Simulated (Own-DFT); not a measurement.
## Calculated data, Si$_{3}$N$_{4}$ (beta silicon nitride, atoms displaced)

All values are calculated (Own-DFT development build). A calculation, not a measurement: plane-wave PBE density functional theory by an unreviewed code, no spin, of a simulated periodic cell, stress positive in tension, free energy of the whole cell less one offset for each atom, forces on such cells passed a denser k mesh, this cell's mesh not checked; offsets are fitted by least squares, one for each functional and potential file, so energies compare only between cells with the same atoms and settings and are not formation energies; the far tail of each file's local potential was reset to the Coulomb form; each entry is a single point on an unrelaxed cell, so the pressure reflects the starting lattice, mostly measured values (interpolated for alloys), from which strain is counted, and rises with the displacements; printed positions are rounded, which can move forces by about a meV/angstrom; the program, named Own-DFT, is a retired in-house code; no spin-orbit coupling.

Settings shared by all entries: functional PBE; potential files PseudoDojo norm-conserving, scalar-relativistic, standard set; wave cutoff 42 hartree; occupations Fermi-Dirac; smearing width 0.1 eV; k mesh 3 x 3 x 3 centred on Gamma.

(1) Si$_{3}$N$_{4}$ (beta silicon nitride, atoms displaced)

```cif
# cell vector a (Å): 7.6060 0.0000 0.0000
# cell vector b (Å): -3.8030 6.5870 0.0000
# cell vector c (Å): 0.0000 0.0000 8.7270
data_Si3N4
_symmetry_space_group_name_H-M 'P 1'
_symmetry_Int_Tables_number 1
_cell_length_a 7.6060
_cell_length_b 7.6060
_cell_length_c 8.7270
_cell_angle_alpha 90.000
_cell_angle_beta 90.000
_cell_angle_gamma 120.000
_cell_volume 437.23
loop_
_atom_site_label
_atom_site_type_symbol
_atom_site_fract_x
_atom_site_fract_y
_atom_site_fract_z
_atom_site_occupancy
Si1 Si 0.17295 0.77002 0.08407 1
Si2 Si 0.22252 0.39566 0.08233 1
Si3 Si 0.60071 0.82614 0.08320 1
Si4 Si 0.83008 0.23272 0.24626 1
Si5 Si 0.76976 0.59452 0.24900 1
Si6 Si 0.40471 0.17705 0.24880 1
N1 N 0.33628 0.03223 0.08638 1
N2 N 0.96353 0.30182 0.08242 1
N3 N 0.69579 0.66968 0.08623 1
N4 N 0.67150 0.96760 0.24958 1
N5 N 0.02844 0.68887 0.24852 1
N6 N 0.30226 0.33419 0.25034 1
N7 N 0.33434 0.66476 0.08391 1
N8 N 0.67111 0.34022 0.24648 1
Si7 Si 0.17347 0.77014 0.41572 1
Si8 Si 0.23271 0.40744 0.41772 1
Si9 Si 0.58849 0.82144 0.41865 1
Si10 Si 0.83019 0.23472 0.57979 1
Si11 Si 0.77023 0.59751 0.58805 1
Si12 Si 0.40275 0.17463 0.58006 1
N9 N 0.33402 0.03174 0.41924 1
N10 N 0.96974 0.30002 0.42254 1
N11 N 0.70051 0.66760 0.41565 1
N12 N 0.66941 0.97075 0.58334 1
N13 N 0.03039 0.69926 0.58523 1
N14 N 0.29981 0.32979 0.58376 1
N15 N 0.33677 0.66502 0.41762 1
N16 N 0.66993 0.33470 0.58320 1
Si13 Si 0.17627 0.77150 0.74401 1
Si14 Si 0.23122 0.40641 0.74535 1
Si15 Si 0.59263 0.81974 0.74697 1
Si16 Si 0.82708 0.22752 0.91752 1
Si17 Si 0.77423 0.59689 0.91867 1
Si18 Si 0.41027 0.17547 0.91649 1
N17 N 0.33187 0.02730 0.75411 1
N18 N 0.96825 0.30082 0.75104 1
N19 N 0.69769 0.66381 0.75340 1
N20 N 0.66843 0.96860 0.91980 1
N21 N 0.02802 0.69766 0.91824 1
N22 N 0.29915 0.32894 0.91941 1
N23 N 0.32922 0.66554 0.74540 1
N24 N 0.66210 0.33642 0.91396 1
```

| Property | Result |
| --- | --- |
| free energy of cell above offsets | -6.997 eV |
| pressure | 5.77 GPa |
| stress xx | -5.66 GPa |
| stress yy | -5.47 GPa |
| stress zz | -6.17 GPa |
| stress yz | -0.76 GPa |
| stress xz | 0.72 GPa |
| stress xy | -0.53 GPa |

Force:
```csv
element,x (eV/Å),y (eV/Å),z (eV/Å)
Si,1.68,-0.406,-0.429
Si,0.468,2.28,0.077
Si,-2.137,-0.467,0.464
Si,-1.727,-0.561,1.967
Si,-0.544,0.176,0.339
Si,1.282,0.444,0.456
N,-0.54,-0.422,-0.517
N,1.442,0.188,-0.104
N,1.895,-0.628,-0.715
N,0.077,0.806,0.611
N,0.147,0.957,0.661
N,-0.461,-0.601,0.189
N,-0.529,-0.14,-0.12
N,0.025,-1.893,0.219
Si,0.671,-0.678,0.023
Si,-0.075,-0.251,-0.308
Si,1.596,1.09,-0.704
Si,-1.514,-0.839,2.095
Si,-0.019,-1.125,-1.393
Si,1.687,0.378,1.942
N,-0.436,-0.537,-1.315
N,1.122,0.478,-2.708
N,-0.235,0.446,0.908
N,0.214,-0.349,0.032
N,-0.211,0.28,-1.168
N,-0.011,-0.086,-0.467
N,-2.017,0.104,0.054
N,-0.843,-0.14,-0.106
Si,-0.026,-0.548,2.249
Si,-0.222,-0.21,1.983
Si,-0.576,0.986,0.974
Si,-2.044,0.491,-1.05
Si,-1.25,-0.793,0.642
Si,-0.834,-0.158,0.462
N,-0.292,0.947,-1.397
N,0.542,-0.056,-0.392
N,-0.591,0.814,-0.28
N,0.302,-0.261,-1.399
N,1.056,0.882,-0.732
N,-0.275,-0.327,-1.287
N,0.926,0.008,0.028
N,2.278,-0.279,0.215
```

(2) Si$_{3}$N$_{4}$ (beta silicon nitride, atoms displaced)

```cif
# cell vector a (Å): 7.6060 0.0000 0.0000
# cell vector b (Å): -3.8030 6.5870 0.0000
# cell vector c (Å): 0.0000 0.0000 8.7270
data_Si3N4
_symmetry_space_group_name_H-M 'P 1'
_symmetry_Int_Tables_number 1
_cell_length_a 7.6060
_cell_length_b 7.6060
_cell_length_c 8.7270
_cell_angle_alpha 90.000
_cell_angle_beta 90.000
_cell_angle_gamma 120.000
_cell_volume 437.23
loop_
_atom_site_label
_atom_site_type_symbol
_atom_site_fract_x
_atom_site_fract_y
_atom_site_fract_z
_atom_site_occupancy
Si1 Si 0.17492 0.76939 0.08580 1
Si2 Si 0.23507 0.40325 0.08162 1
Si3 Si 0.60138 0.82616 0.08015 1
Si4 Si 0.82379 0.22927 0.25547 1
Si5 Si 0.76789 0.59627 0.25029 1
Si6 Si 0.40269 0.16945 0.24852 1
N1 N 0.32850 0.02799 0.08347 1
N2 N 0.96893 0.30513 0.08212 1
N3 N 0.69869 0.66794 0.08644 1
N4 N 0.66493 0.96533 0.25248 1
N5 N 0.03411 0.70276 0.25185 1
N6 N 0.29966 0.32824 0.24946 1
N7 N 0.33301 0.66631 0.08281 1
N8 N 0.66524 0.33630 0.24944 1
Si7 Si 0.17451 0.77044 0.41770 1
Si8 Si 0.22979 0.40591 0.41511 1
Si9 Si 0.60249 0.82936 0.41663 1
Si10 Si 0.82526 0.23209 0.58265 1
Si11 Si 0.76819 0.59315 0.58170 1
Si12 Si 0.40676 0.17345 0.58094 1
N9 N 0.33402 0.03647 0.41405 1
N10 N 0.96789 0.29795 0.41629 1
N11 N 0.70046 0.66422 0.41627 1
N12 N 0.67370 0.97594 0.58427 1
N13 N 0.02598 0.69403 0.58171 1
N14 N 0.30064 0.33299 0.58026 1
N15 N 0.32903 0.66734 0.41586 1
N16 N 0.67056 0.33220 0.58320 1
Si13 Si 0.17822 0.77580 0.74377 1
Si14 Si 0.22993 0.40310 0.74878 1
Si15 Si 0.59503 0.82391 0.75115 1
Si16 Si 0.83183 0.23650 0.91429 1
Si17 Si 0.76595 0.59249 0.91490 1
Si18 Si 0.40484 0.17079 0.91772 1
N17 N 0.33406 0.03641 0.74988 1
N18 N 0.96612 0.30627 0.74773 1
N19 N 0.69793 0.66780 0.75381 1
N20 N 0.66904 0.97114 0.91763 1
N21 N 0.02705 0.69614 0.91802 1
N22 N 0.30013 0.33146 0.91405 1
N23 N 0.33369 0.66898 0.75194 1
N24 N 0.66688 0.33691 0.91802 1
```

| Quantity | Value |
| --- | --- |
| free energy of cell above offsets | -7.302 eV |
| pressure | 5.47 GPa |
| stress xx | -4.06 GPa |
| stress yy | -5.12 GPa |
| stress zz | -7.23 GPa |
| stress yz | 0.42 GPa |
| stress xz | -1.26 GPa |
| stress xy | 1.08 GPa |

Force:
```csv
element,x (eV/Å),y (eV/Å),z (eV/Å)
Si,0.256,-1.21,-0.936
Si,-1.457,0.95,0.392
Si,-1.88,-0.362,1.006
Si,-0.696,0.458,-2.085
Si,1.29,-0.683,-0.303
Si,0.436,1.621,-0.272
N,-0.056,0.344,-0.258
N,0.705,-0.401,0.847
N,0.272,0.108,-0.983
N,0.488,1.011,-0.94
N,-1.126,-0.228,-0.012
N,-0.189,-0.1,-0.043
N,0.883,0.152,-0.034
N,0.515,-0.89,0.113
Si,0.199,0.139,-0.438
Si,0.049,0.516,-0.335
Si,-1.371,-1.343,0.746
Si,0.315,0.474,0.013
Si,-0.253,-0.72,1.011
Si,0.121,1.337,0.151
N,-0.205,-1.704,0.972
N,0.471,0.125,0.482
N,-1.175,1.108,0.484
N,0.19,-1.803,-0.01
N,0.538,1.047,0.144
N,0.432,-0.527,0.498
N,1.614,0.313,0.274
N,-1.491,0.355,-0.057
Si,-0.269,-1.384,1.97
Si,-0.583,1.009,-0.281
Si,-0.665,0.547,-0.106
Si,-1.427,-0.186,0.921
Si,0.75,0.172,1.284
Si,0.317,1.279,0.085
N,-0.24,-0.866,-0.671
N,1.52,0.122,-0.042
N,0.018,0.181,-1.685
N,0.407,0.511,-0.626
N,0.549,0.938,-0.82
N,0.558,-0.765,0.118
N,0.086,-0.271,-0.418
N,0.103,-1.376,-0.154
```
